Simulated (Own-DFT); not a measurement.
## Calculated data, Si3N4 (beta silicon nitride, atoms displaced)

A calculation, not a measurement: plane-wave PBE density functional theory by an unreviewed code, no spin, of a simulated periodic cell, stress positive in tension, free energy of the whole cell less one offset for each atom, some atoms lie very close together; forces on such cells passed a denser k mesh, this cell's mesh not checked; offsets are fitted by least squares, one for each functional and potential file, so energies compare only between cells with the same atoms and settings and are not formation energies; the far tail of each file's local potential was reset to the Coulomb form; each entry is a single point on an unrelaxed cell, so the pressure reflects the starting lattice, mostly measured values (interpolated for alloys), from which strain is counted, and rises with the displacements; printed positions are rounded, which can move forces by about a meV/angstrom; the program, named Own-DFT, is a retired in-house code; no spin-orbit coupling; before rounding, a Quantum ESPRESSO 7.3.1 run of the same cell and cutoff gave forces within 1 meV/angstrom rms on each cell, which checks the program and not the settings. Program: Own-DFT development build.

Settings shared by all entries: functional PBE; potential files PseudoDojo norm-conserving, scalar-relativistic, standard set; wave cutoff 42 hartree; occupations Fermi-Dirac; smearing width 0.1 eV; k mesh 3 x 3 x 3 centred on Gamma.

(1) Si3N4 (beta silicon nitride, atoms displaced)

```xyz
42
Lattice="7.6060 0.0000 0.0000 -3.8030 6.5870 0.0000 0.0000 0.0000 8.7270" Properties=species:S:1:pos:R:3 Si3N4
Si    -1.4743     5.1098     0.6573
Si     0.1022     2.6790     0.7721
Si     1.4257     5.4129     0.6346
Si     5.2418     1.5680     2.1088
Si     3.4754     3.9582     2.0864
Si     2.4769     0.9693     2.3854
N      2.3549     0.2612     0.4617
N      6.3267     2.0147     0.8552
N      2.7381     4.3639     0.7675
N      1.2778     6.4928     2.1622
N     -2.4551     4.4318     2.1840
N      1.0654     2.1732     2.2114
N     -0.1652     4.3281     0.8999
N      3.7870     2.2192     2.1346
Si    -1.6442     5.2134     3.5227
Si     0.2131     2.6150     3.6727
Si     1.4054     5.3399     3.6244
Si     5.4210     1.4124     5.1324
Si     3.5688     4.0165     5.1253
Si     2.5961     1.3374     5.1646
N      2.3444     0.2550     3.5800
N      6.2869     2.0451     3.6273
N      2.7075     4.5451     3.5665
N      1.3825     6.3387     5.2022
N     -2.3606     4.6220     5.2982
N      1.0379     2.1999     5.1448
N      0.0391     4.4645     3.5358
N      3.8273     2.0750     5.3128
Si    -1.6438     5.1301     6.5813
Si     0.1268     2.7241     6.4178
Si     1.5424     5.5287     6.6554
Si     5.4200     1.4171     8.0307
Si     3.5831     3.9540     7.9669
Si     2.4810     1.4386     8.0653
N      2.4283     0.2249     6.5875
N      6.1297     2.0327     6.6069
N      2.7845     4.4534     6.5936
N      1.4131     6.4599     7.9809
N     -2.4799     4.5982     8.1799
N      1.1359     2.2486     8.0834
N     -0.1391     4.2406     6.4321
N      3.9247     2.2424     8.0263
```

* free energy of cell above offsets: 10.827 eV
* pressure: 17.74 GPa
* stress xx: -22.15 GPa
* stress yy: -19.34 GPa
* stress zz: -11.71 GPa
* stress yz: 3.46 GPa
* stress xz: -1.93 GPa
* stress xy: -0.31 GPa

Force:
```
element  x (eV/Å)  y (eV/Å)  z (eV/Å)
     Si    -6.477     3.389     1.062
     Si     8.204     0.364     0.204
     Si    -3.622     0.499     4.331
     Si     5.734     0.705      2.26
     Si     3.834    -2.562     5.072
     Si     0.011     12.83    -19.88
      N     1.087    -3.088     6.828
      N    -7.707    -4.726    -2.897
      N    -2.345     2.004    -5.562
      N     0.547    -3.612     -0.52
      N     0.677     3.065     0.146
      N     0.451    -0.523     0.531
      N     8.367     0.737    -1.413
      N    -4.232     0.754     1.249
     Si     1.055    -6.016     2.419
     Si     1.648     2.463    -2.002
     Si    -5.931     6.834     0.213
     Si     1.635     2.693    -0.927
     Si     2.484    -0.873    -1.146
     Si    -13.24    -9.816      0.58
      N    -0.832    -6.798     15.72
      N    -4.752    -2.838     1.522
      N     7.902    -4.948     1.637
      N     0.748    -0.574    -2.405
      N    -5.566    -1.484    -8.433
      N     1.956    -0.848    -2.013
      N    -3.138    -1.836     0.868
      N     9.525     9.849    -1.377
     Si     2.959     1.192     5.264
     Si     0.906    -4.987     4.618
     Si    -4.854     -2.58    -3.868
     Si     1.797     8.421     1.251
     Si     2.557    -1.657      2.94
     Si     1.236    -5.392    -2.403
      N     0.318     2.394    -0.722
      N      1.74    -1.438    -0.996
      N     0.601    -0.561    -0.768
      N     -0.12    -5.708     2.359
      N      0.03     0.659    -4.221
      N    -6.254     4.145    -1.467
      N     1.682     8.557     1.791
      N    -0.618     1.316     0.155
```

(2) Si3N4 (beta silicon nitride, atoms displaced)

```xyz
42
Lattice="7.6060 0.0000 0.0000 -3.8030 6.5870 0.0000 0.0000 0.0000 8.7270" Properties=species:S:1:pos:R:3 Si3N4
Si    -1.5926     5.1865     0.8792
Si     0.3172     2.5742     0.4736
Si     1.2607     5.5848     0.6919
Si     5.4669     1.4985     2.2788
Si     3.4068     3.9048     2.1231
Si     2.5617     1.2308     2.2359
N     -1.4868     6.5431     0.7227
N      6.1509     2.1647     0.7337
N      2.7245     4.3924     0.6296
N      1.4362     6.2925     2.2888
N     -2.3543     4.6005     2.1447
N      1.0886     2.1996     2.2049
N     -0.0051     4.5195     0.8828
N      3.6294     2.1784     2.2122
Si    -1.6790     5.0751     3.5691
Si     0.1465     2.5605     3.5214
Si     1.3582     5.4121     3.4842
Si     5.4125     1.5175     4.9601
Si     3.6287     3.7612     5.1512
Si     2.4573     1.1440     5.2554
N      2.3527     0.3926     3.7468
N      6.1852     1.9793     3.8133
N      2.7428     4.4598     3.4878
N      1.3044     6.3466     5.0401
N     -2.6004     4.5748     5.0650
N      0.9884     2.3001     5.1931
N      0.0784     4.4566     3.6711
N      3.8038     2.1350     5.0829
Si    -1.7318     5.1697     6.7285
Si     0.2120     2.7105     6.5530
Si     1.2404     5.5095     6.3592
Si     5.4104     1.5317     8.0265
Si     3.4913     3.9255     7.8317
Si     2.3636     1.1887     8.1206
N      2.3551     0.1506     6.4773
N      6.0791     2.0413     6.6078
N      2.7836     4.6458     6.4097
N      1.3466     6.3924     7.9457
N     -2.3827     4.3890     8.0508
N      0.9702     2.1252     7.8209
N     -0.1759     4.4463     6.5346
N      3.7448     2.0570     7.8934
```

- free energy of cell above offsets: 12.156 eV
- pressure: 17.26 GPa
- stress xx: -13.05 GPa
- stress yy: -20.83 GPa
- stress zz: -17.92 GPa
- stress yz: 9.82 GPa
- stress xz: 8.02 GPa
- stress xy: -8.04 GPa

Force:
```
element  x (eV/Å)  y (eV/Å)  z (eV/Å)
     Si    -0.456    -22.25    -2.838
     Si    -4.098     5.458     8.795
     Si     2.054    -3.344    -0.327
     Si    -2.061     0.393     -2.16
     Si     2.981     0.611    -1.673
     Si    -12.52    -10.54     1.888
      N     1.593     26.39    -2.241
      N     1.305    -2.252     1.392
      N    -0.944     0.603    -0.577
      N     0.671     10.15    -9.715
      N    -5.047    -2.598     2.504
      N    -0.829    -1.247    -4.369
      N     0.256    -3.542    -1.743
      N     14.41     8.329    -1.111
     Si     2.003     1.274     4.703
     Si     2.875     4.704     4.389
     Si     0.845    -4.731      9.91
     Si    -6.392    -4.603     13.89
     Si    -3.813     3.412    -2.872
     Si    -2.333     2.646    -4.399
      N    -0.289    -4.034    -2.434
      N     5.654     2.896    -11.92
      N     0.849    -1.052     3.424
      N     0.919       4.4    -5.109
      N     5.108     2.596    -0.202
      N     2.084    -2.186    -3.744
      N    -5.707     -3.93    -0.468
      N     0.388    -0.396     0.154
     Si     0.176    -4.762    -3.693
     Si    -6.527     3.414    -3.836
     Si    -0.559    -3.269     5.311
     Si    -1.896     -0.42    -0.744
     Si     1.584     0.086     2.566
     Si     1.257    -4.312    -2.428
      N     -0.51     1.559     5.679
      N     3.109     0.019    -2.986
      N    -0.089    -2.471     1.349
      N     0.386      1.12    -0.004
      N    -1.972     1.604     1.144
      N     3.286    -2.314     2.883
      N     2.742    -0.715     0.539
      N      -0.5     3.301     1.065
```

(3) Si3N4 (beta silicon nitride, atoms displaced)

```xyz
42
Lattice="7.6060 0.0000 0.0000 -3.8030 6.5870 0.0000 0.0000 0.0000 8.7270" Properties=species:S:1:pos:R:3 Si3N4
Si    -1.4852     5.2089     0.6826
Si     0.2107     2.6541     0.7304
Si     1.2381     5.2979     0.6342
Si     5.3742     1.4051     2.0635
Si     3.4676     3.8180     2.1550
Si     2.3443     1.1325     2.1254
N      2.5191     0.1914     0.8207
N      6.2651     1.8724     0.7687
N      2.8866     4.5300     0.8985
N      1.4158     6.3273     2.2008
N     -2.5212     4.7376     2.2190
N      1.1863     2.1878     2.1448
N     -0.1049     4.3882     0.6335
N      3.8613     2.3255     2.3111
Si    -1.7004     5.0077     3.6738
Si     0.2827     2.8432     3.6262
Si     1.4263     5.3689     3.6952
Si     5.2255     1.5068     4.8655
Si     3.6839     3.8708     5.1244
Si     2.3133     1.3752     5.0857
N      2.3795     0.2490     3.5778
N      6.2658     2.1050     3.6993
N      2.8040     4.4827     3.5837
N      1.3222     6.5593     5.0077
N     -2.4820     4.5872     4.9130
N      1.0365     2.0822     5.0987
N     -0.0570     4.4592     3.6759
N      3.9477     2.3823     5.1805
Si    -1.4588     5.1876     6.4564
Si     0.2875     2.6184     6.6637
Si     1.3016     5.5547     6.6700
Si     5.4378     1.6095     8.0188
Si     3.5894     3.8992     7.9593
Si     2.3396     1.3834     7.9519
N      2.4451     0.3683     6.7034
N      6.3714     1.9802     6.5178
N      2.7015     4.3592     6.5620
N      1.5520     6.4837     8.1173
N     -2.3779     4.7384     8.0944
N      1.1034     2.1444     7.9366
N     -0.1566     4.3679     6.4538
N      3.8526     2.1172     8.0671
```

- free energy of cell above offsets: 10.772 eV
- pressure: 17.06 GPa
- stress xx: -22.23 GPa
- stress yy: -21.99 GPa
- stress zz: -6.97 GPa
- stress yz: 1.94 GPa
- stress xz: 0.78 GPa
- stress xy: 11.64 GPa

Force:
```
element  x (eV/Å)  y (eV/Å)  z (eV/Å)
     Si     -7.18    -2.689     3.534
     Si    -0.558    -0.433     0.981
     Si     5.943     4.269     3.959
     Si    -0.751     1.846     4.951
     Si      4.48     4.616     3.898
     Si     6.017    -1.815     3.558
      N     0.186     4.554    -3.945
      N     2.534     1.833    -1.931
      N    -4.941     0.901    -8.867
      N    -0.917    -1.203     -0.98
      N     1.276     -0.64    -2.096
      N    -6.743     5.304    -0.491
      N     3.275    -4.403    -0.095
      N      0.31    -8.346    -0.922
     Si     2.996     4.139    -7.507
     Si    -1.735    -4.004      0.59
     Si    -1.842     3.481    -1.403
     Si     6.719     4.494     1.667
     Si    -4.594     7.772    -1.604
     Si      11.8    -8.833    -1.073
      N    -0.007     0.325     3.204
      N     0.485    -0.889    -3.569
      N     0.216    -2.117     3.352
      N    -0.325    -8.759     2.561
      N     0.252      1.42     9.021
      N    -9.648     7.759     0.462
      N     1.909     0.404     -0.15
      N    -5.207    -6.904     0.798
     Si    -8.328     2.381     1.822
     Si    -3.942      2.32     -6.82
     Si     0.654     -0.19    -3.128
     Si     2.101     -0.28    -2.445
     Si      2.55     1.812     3.412
     Si     11.74    -9.216      3.93
      N      0.07    -2.993    -5.788
      N    -3.406    -1.493     1.697
      N    -0.426     0.772    -0.491
      N    -1.453    -3.131    -1.663
      N    -2.232    -1.299    -4.639
      N    -9.122      6.86     5.273
      N     9.116     -1.59     1.137
      N    -1.275     3.963    -0.202
```
